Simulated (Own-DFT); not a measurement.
# Strain and stress in 4H SiC, 72 atoms (C36Si36)

All numbers below are calculated, not measured. They come from Own-DFT, an in-house plane-wave density functional program, since retired, whose code no person has reviewed. Each row is one single-point run on a periodic cell that was not relaxed, without spin or spin-orbit coupling.

Settings of every run: PBE; PseudoDojo norm-conserving scalar-relativistic files; cutoff 42 hartree; 4 x 4 x 3 k mesh centred on Gamma; Fermi-Dirac smearing of 0.1 eV.

Known limits: forces on such cells passed a denser k mesh, each cell not checked; stress not checked against mesh or cutoff.

Unstrained cell vectors in Å: (9.248, 0.000, 0.000); (-4.624, 8.009, 0.000); (0.000, 0.000, 10.068). The unstrained cell has measured lattice constants (interpolated for alloys), not those of this functional. That, the random moves and any unrelaxed bonds set the pressure at no strain. Each run strains this cell uniformly, with the atoms carried along. Every atom was also moved at random, by a Gaussian of width 0.05 Å on each axis. Strain is the symmetric tensor, in per cent. Stress is positive in tension, and the pressure is minus a third of its trace.

```
run  e_xx (%)  e_yy (%)  e_zz (%)  e_yz (%)  e_xz (%)  e_xy (%)  s_xx (GPa)  s_yy (GPa)  s_zz (GPa)  s_yz (GPa)  s_xz (GPa)  s_xy (GPa)  P (GPa)  E (meV/atom)
  1     -1.41      0.28     -1.68      0.21     -0.68     -0.99      -13.93       -5.31      -17.21        2.37       -1.87       -5.85    12.15           9.1
  2     -1.28      0.14     -1.47      0.28     -1.69      1.35      -13.25       -4.21      -17.04        1.57       -5.40        7.35    11.50          16.9
  3     -1.85     -1.62      1.54     -0.59      1.08     -1.60      -16.96      -16.62        1.09       -2.22        3.80       -9.31    10.83          29.3
  4      0.80     -1.21      0.27     -0.82      0.63      0.97       -1.18      -11.10       -5.00       -2.47        1.58        3.55     5.76          11.1
  5      0.13      1.29      1.66      1.47     -1.46     -1.80       -3.74        2.98        1.91        5.38       -5.28       -7.78    -0.38          26.9
  6      1.89      0.77      1.28     -0.64     -1.09     -0.39        7.56        1.05        1.16       -2.01       -3.06       -1.37    -3.26           0.0
  7     -0.47      0.82      0.66      1.41     -1.66     -0.25       -4.78        0.65       -4.80        5.02       -4.35        0.19     2.98           5.7
  8      0.69     -0.99     -1.41      0.61      1.17     -0.77       -2.26       -9.90      -16.25        2.25        4.07       -3.46     9.47           7.2
  9     -0.47      0.93     -0.60      0.06      0.65      1.36       -7.14       -1.01       -9.62       -0.23        3.00        6.37     5.92           8.2
 10     -0.06      0.21     -0.61      1.73      0.64     -1.58       -6.95       -4.21       -8.65        5.40        1.47       -7.25     6.60          19.1
 11      1.66      0.35      1.01     -1.40     -1.05     -0.37        4.42        0.21       -1.67       -4.16       -3.24       -1.58    -0.99           5.3
 12     -0.93     -0.14     -0.63     -0.35     -1.34      1.96      -12.42       -8.21       -9.72       -1.05       -4.10       12.34    10.12          26.9
 13     -1.20      1.62     -1.99     -1.99     -1.16     -0.60      -11.79        1.05      -19.25       -5.68       -3.50       -4.64    10.00          53.3
 14     -0.02     -0.63     -0.60     -1.69     -0.25     -1.42       -6.60       -8.05       -9.83       -6.45       -0.82       -5.96     8.16           2.4
 15     -0.22      0.75     -1.39     -1.04      1.24     -1.45       -4.70       -1.48      -15.42       -2.55        3.88       -7.43     7.20           6.5
 16     -1.77     -0.80     -0.60      0.18      0.82      0.21      -16.49      -11.63      -10.77        0.49        2.69        1.28    12.96          17.1
 17      0.00      1.98     -0.11     -1.52      1.84     -0.18           ?           ?           ?           ?           ?           ?        ?             ?
```

E is the free energy for each atom above the lowest run shown.

## Worked fit

Each stress component was fitted by least squares to a constant and the strains of the runs shown, as fractions, with shears doubled. Shear strains stay in the fit of a normal stress only where such slopes are resolved. The slopes, in GPa:

```
stress  at no strain  per e_xx  per e_yy  per e_zz  scatter
  s_xx          -5.2  589 ± 27   97 ± 30   34 ± 25     1.07
  s_yy          -5.0  123 ± 25  560 ± 28   22 ± 23     0.98
  s_zz          -7.1   27 ± 26   -9 ± 29  570 ± 25     1.04
```

Each shear stress against twice its own strain: yz 166 ± 8, xz 163 ± 8, xy 254 ± 13 GPa. These are stiffnesses along x, y and z of the frame in which the cell vectors are given, which need not be the crystal's axes. The atoms are held to the strained lattice; where symmetry lets them move under strain, relaxing them would lower some slopes. The table should be nearly symmetric about its diagonal, and what it lacks of that shows the noise. A ninth of its sum, 224 ± 5 GPa, estimates the bulk modulus near the mean pressure of these runs, 6.8 GPa, so it lies above the value at zero pressure.

## Withheld run

Question: what normal stresses and pressure should run 17 give?

The fit gives s_xx = -3.3, s_yy = 6.1, s_zz = -7.9 and P = 1.7 GPa. The calculation gave -2.44, 6.20, -8.35 and P = 1.53 GPa.
